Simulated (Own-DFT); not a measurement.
Simulation results for SiGe$_{3}$ (diamond-structure random alloy, atoms displaced)

All values are calculated (Own-DFT development build). A calculation, not a measurement: plane-wave PBEsol density functional theory by an unreviewed code, no spin, of a simulated periodic cell, stress positive in tension, free energy of the whole cell less one offset for each atom, forces on such cells passed a denser k mesh, this cell's mesh not checked; offsets are fitted by least squares, one for each functional and potential file, so energies compare only between cells with the same atoms and settings and are not formation energies; the far tail of each file's local potential was reset to the Coulomb form; each entry is a single point on an unrelaxed cell, so the pressure reflects the starting lattice, mostly measured values, from which strain is counted, and rises with the displacements; printed positions are rounded, which can move forces by about a meV/angstrom; the program is a retired in-house code; no spin-orbit coupling.

Common to all runs: functional PBEsol; potential files PseudoDojo norm-conserving, scalar-relativistic, made for PBE, standard set; wave cutoff 42 hartree; occupations Fermi-Dirac; smearing width 0.1 eV; hardware one NVIDIA H200; k mesh 3 x 3 x 3 centred on Gamma.

```yaml
- entry: 1
  formula: SiGe3
  kind: "diamond-structure random alloy, atoms displaced"
  structure:
    cell_angstrom: [[11.2025, 0.0, 0.0], [0.0, 11.2025, 0.0], [0.0, 0.0, 11.2025]]
    atoms_fractional:
      - [Si, 0.00034, 0.99671, 0.99999]
      - [Ge, 0.99902, 0.24668, 0.24748]
      - [Ge, 0.24985, 0.00219, 0.24754]
      - [Ge, 0.24977, 0.25251, 0.00097]
      - [Ge, 0.12611, 0.12454, 0.12312]
      - [Ge, 0.12252, 0.37401, 0.37606]
      - [Ge, 0.37435, 0.12748, 0.37069]
      - [Ge, 0.36952, 0.37539, 0.12875]
      - [Ge, 0.99893, 0.99583, 0.50096]
      - [Si, 0.00147, 0.24934, 0.75009]
      - [Ge, 0.25394, 0.00111, 0.75088]
      - [Ge, 0.24995, 0.24402, 0.49847]
      - [Ge, 0.12757, 0.1251, 0.6239]
      - [Ge, 0.12453, 0.37143, 0.87926]
      - [Ge, 0.37803, 0.12816, 0.8777]
      - [Ge, 0.37933, 0.37416, 0.6255]
      - [Ge, 0.99669, 0.50333, 0.9958]
      - [Si, 0.00015, 0.74786, 0.25003]
      - [Ge, 0.25019, 0.50105, 0.25509]
      - [Ge, 0.24898, 0.75212, 0.0007]
      - [Ge, 0.12879, 0.62533, 0.12808]
      - [Si, 0.13045, 0.8743, 0.37638]
      - [Si, 0.38129, 0.62299, 0.38146]
      - [Ge, 0.37802, 0.87958, 0.12388]
      - [Si, 0.00225, 0.50235, 0.49894]
      - [Si, 0.99682, 0.75171, 0.74923]
      - [Ge, 0.24923, 0.49834, 0.75016]
      - [Ge, 0.24586, 0.75077, 0.50169]
      - [Si, 0.12185, 0.62203, 0.61667]
      - [Si, 0.123, 0.87502, 0.87627]
      - [Ge, 0.37779, 0.62786, 0.86996]
      - [Ge, 0.37454, 0.87523, 0.62036]
      - [Ge, 0.5004, 0.99688, 0.99988]
      - [Si, 0.50471, 0.24722, 0.25304]
      - [Ge, 0.74857, 0.99932, 0.24734]
      - [Ge, 0.7493, 0.24469, 0.99968]
      - [Ge, 0.62461, 0.12618, 0.12822]
      - [Ge, 0.62352, 0.36921, 0.37212]
      - [Ge, 0.87535, 0.12604, 0.37939]
      - [Ge, 0.87709, 0.36998, 0.12542]
      - [Ge, 0.50185, 0.9983, 0.49942]
      - [Ge, 0.49693, 0.24903, 0.75317]
      - [Ge, 0.75141, 0.0022, 0.7482]
      - [Ge, 0.75034, 0.25024, 0.49584]
      - [Ge, 0.62939, 0.12682, 0.62782]
      - [Si, 0.62757, 0.37665, 0.87487]
      - [Ge, 0.87551, 0.12646, 0.87306]
      - [Ge, 0.8731, 0.37794, 0.62055]
      - [Ge, 0.49426, 0.50262, 0.00352]
      - [Si, 0.50172, 0.74988, 0.2506]
      - [Si, 0.74848, 0.49848, 0.25164]
      - [Ge, 0.75006, 0.74952, 0.99912]
      - [Ge, 0.62629, 0.6266, 0.12165]
      - [Ge, 0.61857, 0.87613, 0.374]
      - [Ge, 0.87663, 0.62929, 0.37194]
      - [Ge, 0.87404, 0.87767, 0.12452]
      - [Ge, 0.50362, 0.49803, 0.49929]
      - [Si, 0.49752, 0.74972, 0.75183]
      - [Ge, 0.75017, 0.49978, 0.75098]
      - [Ge, 0.74948, 0.75444, 0.4953]
      - [Ge, 0.62712, 0.62417, 0.62051]
      - [Si, 0.62319, 0.87675, 0.87605]
      - [Si, 0.87525, 0.6239, 0.87265]
      - [Ge, 0.87963, 0.8741, 0.62352]
  results:
    "free_energy_of_cell_above_offsets [eV]": "-1.760"
    "pressure [GPa]": 0.63
    "stress_xx [GPa]": -0.63
    "stress_yy [GPa]": -0.63
    "stress_zz [GPa]": -0.65
    "stress_yz [GPa]": 0.36
    "stress_xz [GPa]": 0.28
    "stress_xy [GPa]": -0.12
    force_element: [Si, Ge, Ge, Ge, Ge, Ge, Ge, Ge, Ge, Si, Ge, Ge, Ge, Ge, Ge, Ge, Ge, Si, Ge, Ge, Ge, Si, Si, Ge, Si, Si, Ge, Ge, Si, Si, Ge, Ge, Ge, Si, Ge, Ge, Ge, Ge, Ge, Ge, Ge, Ge, Ge, Ge, Ge, Si, Ge, Ge, Ge, Si, Si, Ge, Ge, Ge, Ge, Ge, Ge, Si, Ge, Ge, Ge, Si, Si, Ge]
    "force_x [eV/angstrom]": [0.058, 0.301, -0.059, 0.193, -0.447, -0.024, 0.545, 0.904, 0.91, -0.117, -0.444, 0.227, -0.607, -0.434, -0.444, -0.665, 0.333, 0.544, 0.284, 0.183, -0.635, -0.895, -0.496, -0.282, -0.57, 0.776, -0.292, 0.509, -0.049, -0.093, -0.616, 0.254, 0.493, -0.946, 0.09, -0.184, -0.28, 0.317, 0.065, -0.709, -0.29, 1.115, -0.016, -0.127, -0.646, -0.567, 0.652, 0.794, 0.583, -0.51, 0.271, 0.208, -0.155, 0.569, -0.137, 0.621, -0.115, 0.833, -0.037, 0.098, -0.156, 0.21, -0.105, -0.792]
    "force_y [eV/angstrom]": [0.368, 0.022, -0.436, -0.428, -0.314, -0.032, -0.396, -0.305, 0.35, 0.279, -0.253, 1.001, -0.253, 0.404, -0.506, -0.096, -0.196, 0.886, 0.227, 0.094, 0.068, -0.014, 0.658, -0.954, -0.138, -0.719, 0.25, -0.622, 0.383, -0.007, -0.132, -0.319, 0.652, 0.313, 0.192, 0.831, -0.227, 0.776, -0.639, 0.847, 0.897, 0.545, -0.785, 0.1, 0.058, -0.178, -0.402, -0.195, -0.524, -0.383, 0.005, 0.237, -0.298, -0.233, -0.797, -0.557, -0.178, 0.572, 0.09, -0.148, 0.602, -0.45, 0.639, -0.233]
    "force_z [eV/angstrom]": [-0.358, 0.471, 0.353, 0.144, -0.331, 0.103, 0.192, 0.39, -0.465, -0.413, 0.282, 0.096, 0.533, -0.783, 0.217, -0.237, 0.624, -0.074, 0.481, -0.33, -0.219, -0.718, -0.721, 0.558, -0.311, 0.148, -0.421, -0.407, 1.342, -0.344, 0.484, 0.859, -0.128, -0.713, 0.764, -0.185, -0.358, -0.135, -0.72, -0.146, 0.165, -0.083, 0.409, 0.582, -0.393, 0.451, 0.193, 0.403, -0.595, -0.05, -0.38, -0.65, 0.948, -0.523, 0.13, 0.05, -0.037, -0.704, 0.049, 0.253, 0.732, -0.631, -0.273, 0.428]
    "wall_time [s]": 611.8
- entry: 2
  formula: SiGe3
  kind: "diamond-structure random alloy, atoms displaced"
  structure:
    cell_angstrom: [[11.2025, 0.0, 0.0], [0.0, 11.2025, 0.0], [0.0, 0.0, 11.2025]]
    atoms_fractional:
      - [Ge, 0.99773, 0.99364, 0.00068]
      - [Ge, 0.99764, 0.25104, 0.24748]
      - [Si, 0.2464, 0.00032, 0.24702]
      - [Ge, 0.24599, 0.25376, 0.00297]
      - [Ge, 0.12432, 0.1239, 0.12093]
      - [Ge, 0.12928, 0.37398, 0.38052]
      - [Ge, 0.37577, 0.12183, 0.37433]
      - [Ge, 0.38067, 0.37872, 0.12736]
      - [Si, 0.00176, 0.99795, 0.4977]
      - [Ge, 0.99439, 0.2516, 0.75023]
      - [Ge, 0.24847, 0.99761, 0.74844]
      - [Ge, 0.24925, 0.2497, 0.50154]
      - [Si, 0.12611, 0.12292, 0.62119]
      - [Ge, 0.12498, 0.37545, 0.87125]
      - [Si, 0.37523, 0.12711, 0.87576]
      - [Ge, 0.37523, 0.37491, 0.62379]
      - [Ge, 0.99921, 0.49907, 0.00234]
      - [Ge, 0.00189, 0.74824, 0.24607]
      - [Ge, 0.25436, 0.50041, 0.24829]
      - [Ge, 0.24866, 0.74997, 0.00347]
      - [Si, 0.12768, 0.62748, 0.12362]
      - [Ge, 0.12378, 0.87384, 0.3751]
      - [Si, 0.37085, 0.63055, 0.37427]
      - [Ge, 0.37954, 0.8717, 0.12458]
      - [Ge, 0.9991, 0.49983, 0.49576]
      - [Ge, 0.99706, 0.74941, 0.74589]
      - [Ge, 0.25006, 0.50032, 0.7482]
      - [Si, 0.24728, 0.74985, 0.49767]
      - [Si, 0.12042, 0.62469, 0.62653]
      - [Ge, 0.12286, 0.87725, 0.87633]
      - [Ge, 0.3773, 0.62128, 0.87555]
      - [Ge, 0.37218, 0.87621, 0.622]
      - [Ge, 0.49878, 0.99655, 0.99631]
      - [Si, 0.50175, 0.24919, 0.2519]
      - [Ge, 0.75046, 0.0019, 0.25306]
      - [Ge, 0.75079, 0.25238, 0.00189]
      - [Si, 0.6173, 0.12288, 0.12485]
      - [Ge, 0.62691, 0.37245, 0.37843]
      - [Ge, 0.87472, 0.11641, 0.37773]
      - [Ge, 0.87485, 0.37313, 0.12842]
      - [Si, 0.49713, 0.00051, 0.49924]
      - [Ge, 0.5007, 0.24812, 0.74831]
      - [Ge, 0.74953, 0.00045, 0.75209]
      - [Ge, 0.75185, 0.24961, 0.49951]
      - [Ge, 0.62819, 0.12486, 0.62166]
      - [Si, 0.62883, 0.37556, 0.87519]
      - [Ge, 0.87688, 0.12674, 0.87439]
      - [Ge, 0.87377, 0.37468, 0.62343]
      - [Ge, 0.49911, 0.50176, 0.99946]
      - [Ge, 0.49859, 0.74561, 0.24907]
      - [Ge, 0.74823, 0.49991, 0.25371]
      - [Ge, 0.74927, 0.75038, 0.99938]
      - [Ge, 0.62669, 0.62197, 0.12749]
      - [Ge, 0.62505, 0.87765, 0.37783]
      - [Si, 0.87736, 0.62952, 0.37446]
      - [Si, 0.87677, 0.87531, 0.12776]
      - [Ge, 0.4954, 0.50091, 0.49879]
      - [Ge, 0.49986, 0.757, 0.74441]
      - [Si, 0.7524, 0.50325, 0.74773]
      - [Ge, 0.74936, 0.75025, 0.5003]
      - [Si, 0.62265, 0.62282, 0.62834]
      - [Ge, 0.62413, 0.87691, 0.87178]
      - [Ge, 0.87151, 0.62394, 0.8781]
      - [Ge, 0.87566, 0.88004, 0.6284]
  results:
    "free_energy_of_cell_above_offsets [eV]": "-1.990"
    "pressure [GPa]": 0.56
    "stress_xx [GPa]": -0.57
    "stress_yy [GPa]": -0.55
    "stress_zz [GPa]": -0.57
    "stress_yz [GPa]": 0.42
    "stress_xz [GPa]": -0.03
    "stress_xy [GPa]": 0.36
    force_element: [Ge, Ge, Si, Ge, Ge, Ge, Ge, Ge, Si, Ge, Ge, Ge, Si, Ge, Si, Ge, Ge, Ge, Ge, Ge, Si, Ge, Si, Ge, Ge, Ge, Ge, Si, Si, Ge, Ge, Ge, Ge, Si, Ge, Ge, Si, Ge, Ge, Ge, Si, Ge, Ge, Ge, Ge, Si, Ge, Ge, Ge, Ge, Ge, Ge, Ge, Ge, Si, Si, Ge, Ge, Si, Ge, Si, Ge, Ge, Ge]
    "force_x [eV/angstrom]": [-0.239, 0.578, 0.507, 0.905, -0.198, -0.4, -0.27, -0.116, 0.185, 1.059, 0.095, 0.33, -0.641, -0.248, -0.401, -0.088, 0.379, -0.194, -0.575, 0.206, -0.227, 0.281, 0.049, -0.806, 0.02, 0.27, -0.18, -0.142, 0.563, 0.186, -0.392, -0.115, -0.151, 0.001, -0.534, -0.677, 0.665, -0.595, 0.588, -0.299, 0.376, 0.258, 0.11, 0.201, -0.626, -0.15, -0.399, -0.145, 0.961, 0.372, 0.702, 0.001, -0.154, -0.511, -0.339, -0.583, 0.314, 0.001, -0.704, 0.093, 0.28, 0.195, 0.354, 0.013]
    "force_y [eV/angstrom]": [0.66, -0.627, -0.237, -0.195, -0.187, 0.147, 0.192, -0.81, 0.14, -0.451, 0.901, -0.623, 0.049, 0.097, -0.078, -0.118, 0.239, -0.048, 0.524, -0.084, -0.697, 0.227, -0.363, 0.51, 0.486, -0.108, 0.282, -0.386, 0.079, -0.823, 0.999, -0.059, 0.751, -0.168, -0.323, -0.543, 0.316, 0.098, 1.007, 0.6, 0.01, 0.219, 0.456, -0.321, -0.368, 0.31, -0.344, 0.583, -0.546, 0.309, 0.138, 0.45, 0.237, -0.297, -0.293, -0.204, 0.543, -1.028, -0.423, -0.324, 0.113, -0.341, -0.062, -0.193]
    "force_z [eV/angstrom]": [0.105, 0.902, 0.102, -0.46, 0.488, -1.102, -0.377, -0.005, 0.649, -0.636, 0.319, 0.186, 0.281, 0.282, -0.073, 0.209, 0.048, 0.106, 0.404, -0.577, 0.167, -0.223, 0.22, 0.334, 0.385, 0.701, -0.226, 0.483, -0.629, -0.39, -0.386, -0.607, 0.146, -0.144, -1.039, 0.012, 0.078, -0.363, -0.029, -0.153, 0.179, 0.569, -0.137, -0.044, 0.044, -0.439, 0.548, 0.114, -0.224, 0.617, 0.266, 0.529, -0.344, -0.197, -0.108, -0.07, -0.087, 0.313, 0.284, 0.416, -0.369, 0.265, -0.536, -0.781]
    "wall_time [s]": 601.4
- entry: 3
  formula: SiGe3
  kind: "diamond-structure random alloy, atoms displaced"
  structure:
    cell_angstrom: [[11.2025, 0.0, 0.0], [0.0, 11.2025, 0.0], [0.0, 0.0, 11.2025]]
    atoms_fractional:
      - [Si, 0.00244, 0.99826, 0.99948]
      - [Ge, 0.99854, 0.24979, 0.25045]
      - [Ge, 0.25243, 0.9961, 0.24925]
      - [Ge, 0.25251, 0.25498, 0.99896]
      - [Ge, 0.12788, 0.12164, 0.13015]
      - [Ge, 0.12773, 0.37728, 0.37636]
      - [Ge, 0.37699, 0.12105, 0.377]
      - [Ge, 0.37589, 0.37521, 0.12484]
      - [Ge, 0.99995, 0.00074, 0.49891]
      - [Ge, 0.99951, 0.24744, 0.74719]
      - [Ge, 0.25119, 0.99933, 0.74966]
      - [Si, 0.25064, 0.24389, 0.49841]
      - [Si, 0.12794, 0.12459, 0.62305]
      - [Ge, 0.12157, 0.37641, 0.87907]
      - [Si, 0.37268, 0.12422, 0.87251]
      - [Ge, 0.37409, 0.37064, 0.62508]
      - [Si, 0.00181, 0.50071, 0.99951]
      - [Ge, 0.00021, 0.75167, 0.24949]
      - [Ge, 0.24909, 0.4982, 0.24984]
      - [Ge, 0.24794, 0.7463, 0.99784]
      - [Ge, 0.12804, 0.6263, 0.12378]
      - [Ge, 0.12274, 0.87474, 0.37494]
      - [Si, 0.37468, 0.62429, 0.37273]
      - [Ge, 0.37572, 0.86807, 0.12435]
      - [Ge, 0.99879, 0.50055, 0.49955]
      - [Ge, 0.0023, 0.74541, 0.74848]
      - [Si, 0.25209, 0.49921, 0.74746]
      - [Si, 0.25153, 0.75206, 0.49917]
      - [Si, 0.12914, 0.62365, 0.62426]
      - [Ge, 0.12662, 0.87372, 0.87061]
      - [Ge, 0.37517, 0.62877, 0.87701]
      - [Ge, 0.37014, 0.87501, 0.6239]
      - [Ge, 0.49984, 0.00287, 0.00194]
      - [Ge, 0.49819, 0.25216, 0.2517]
      - [Ge, 0.75289, 0.00012, 0.24988]
      - [Ge, 0.75313, 0.25303, 0.00334]
      - [Ge, 0.62983, 0.12794, 0.12754]
      - [Ge, 0.62142, 0.37506, 0.37946]
      - [Ge, 0.87445, 0.12799, 0.37496]
      - [Ge, 0.87804, 0.37464, 0.12524]
      - [Ge, 0.49833, 0.00217, 0.49948]
      - [Si, 0.49967, 0.25065, 0.75114]
      - [Si, 0.74815, 0.00305, 0.74967]
      - [Ge, 0.75143, 0.2456, 0.49624]
      - [Si, 0.62829, 0.12794, 0.62472]
      - [Ge, 0.63148, 0.37709, 0.87996]
      - [Ge, 0.87432, 0.12575, 0.8739]
      - [Ge, 0.87688, 0.37866, 0.62409]
      - [Si, 0.50539, 0.49647, 0.00061]
      - [Ge, 0.49795, 0.75347, 0.24494]
      - [Ge, 0.75114, 0.50203, 0.25072]
      - [Si, 0.75253, 0.74982, 0.00196]
      - [Ge, 0.62019, 0.62389, 0.12357]
      - [Ge, 0.62224, 0.87998, 0.37065]
      - [Si, 0.87658, 0.62929, 0.37108]
      - [Ge, 0.86989, 0.87117, 0.12378]
      - [Ge, 0.50127, 0.50642, 0.50069]
      - [Ge, 0.49866, 0.74985, 0.74692]
      - [Si, 0.75329, 0.50215, 0.74649]
      - [Ge, 0.75157, 0.74704, 0.4983]
      - [Ge, 0.62826, 0.62552, 0.62842]
      - [Ge, 0.62321, 0.87514, 0.87887]
      - [Ge, 0.87382, 0.62549, 0.87154]
      - [Ge, 0.87738, 0.873, 0.62391]
  results:
    "free_energy_of_cell_above_offsets [eV]": "-1.961"
    "pressure [GPa]": 0.58
    "stress_xx [GPa]": -0.59
    "stress_yy [GPa]": -0.56
    "stress_zz [GPa]": -0.6
    "stress_yz [GPa]": -0.09
    "stress_xz [GPa]": 0.02
    "stress_xy [GPa]": 0.29
    force_element: [Si, Ge, Ge, Ge, Ge, Ge, Ge, Ge, Ge, Ge, Ge, Si, Si, Ge, Si, Ge, Si, Ge, Ge, Ge, Ge, Ge, Si, Ge, Ge, Ge, Si, Si, Si, Ge, Ge, Ge, Ge, Ge, Ge, Ge, Ge, Ge, Ge, Ge, Ge, Si, Si, Ge, Si, Ge, Ge, Ge, Si, Ge, Ge, Si, Ge, Ge, Si, Ge, Ge, Ge, Si, Ge, Ge, Ge, Ge, Ge]
    "force_x [eV/angstrom]": [-0.233, 0.614, 0.131, -0.237, -0.295, -0.214, -0.555, 0.39, 0.185, 0.451, -0.234, -0.124, -0.141, 0.341, 0.537, 0.012, -0.42, -0.095, 0.462, 0.135, -0.749, 0.529, -0.1, -0.552, 0.334, 0.257, -0.328, -0.37, 0.229, -0.481, 0.402, 0.527, -0.323, 0.19, -0.087, 0.142, -0.511, 0.467, 0.416, 0.161, 0.682, 0.441, -0.023, -0.46, -0.494, -0.458, 0.103, -0.452, -0.793, 0.256, -0.099, -0.784, 0.746, 0.231, 0.005, 0.9, -0.524, 0.122, -0.268, -0.139, -0.004, 0.577, 0.068, -0.492]
    "force_y [eV/angstrom]": [0.002, 0.123, -0.201, -0.954, 0.269, -0.81, 0.567, 0.367, 0.291, 0.181, 0.581, 0.372, 0.007, 0.26, 0.421, 0.202, 0.299, -0.266, 0.468, 0.682, -0.491, -0.074, 0.578, 0.955, 0.874, 0.104, 0.096, -0.799, -0.02, 0.153, -1.37, -0.098, 0.164, -0.314, 0.12, -0.397, -0.02, 0.231, -0.635, 0.732, -0.154, -0.327, -0.432, 0.792, -0.228, 0.014, -0.549, -0.537, 0.438, -0.922, -0.08, -0.487, 0.165, -0.562, -0.554, 0.568, -0.35, 0.337, -0.385, 0.439, -0.06, 0.048, -0.243, 0.42]
    "force_z [eV/angstrom]": [0.047, 0.108, 0.282, -0.06, -0.865, 0.284, -0.455, -0.188, 0.331, 0.022, -0.089, 0.159, -0.045, -0.886, 0.172, -0.146, 0.182, -0.152, 0.04, 0.006, 0.114, 0.208, 0.181, -0.73, -0.252, -0.35, 0.401, -0.266, -0.21, 0.571, -0.407, -0.304, -0.062, 0.021, -0.002, -0.249, -0.028, -0.335, -0.231, -0.066, 0.84, 0.165, -0.107, 0.839, 0.419, -1.053, 0.237, 0.013, -0.201, 1.04, 0.192, -0.516, -0.205, 0.475, 0.297, -0.301, 0.132, 0.4, 0.484, -0.381, -0.174, -0.442, 0.709, 0.39]
    "wall_time [s]": 590.8
```
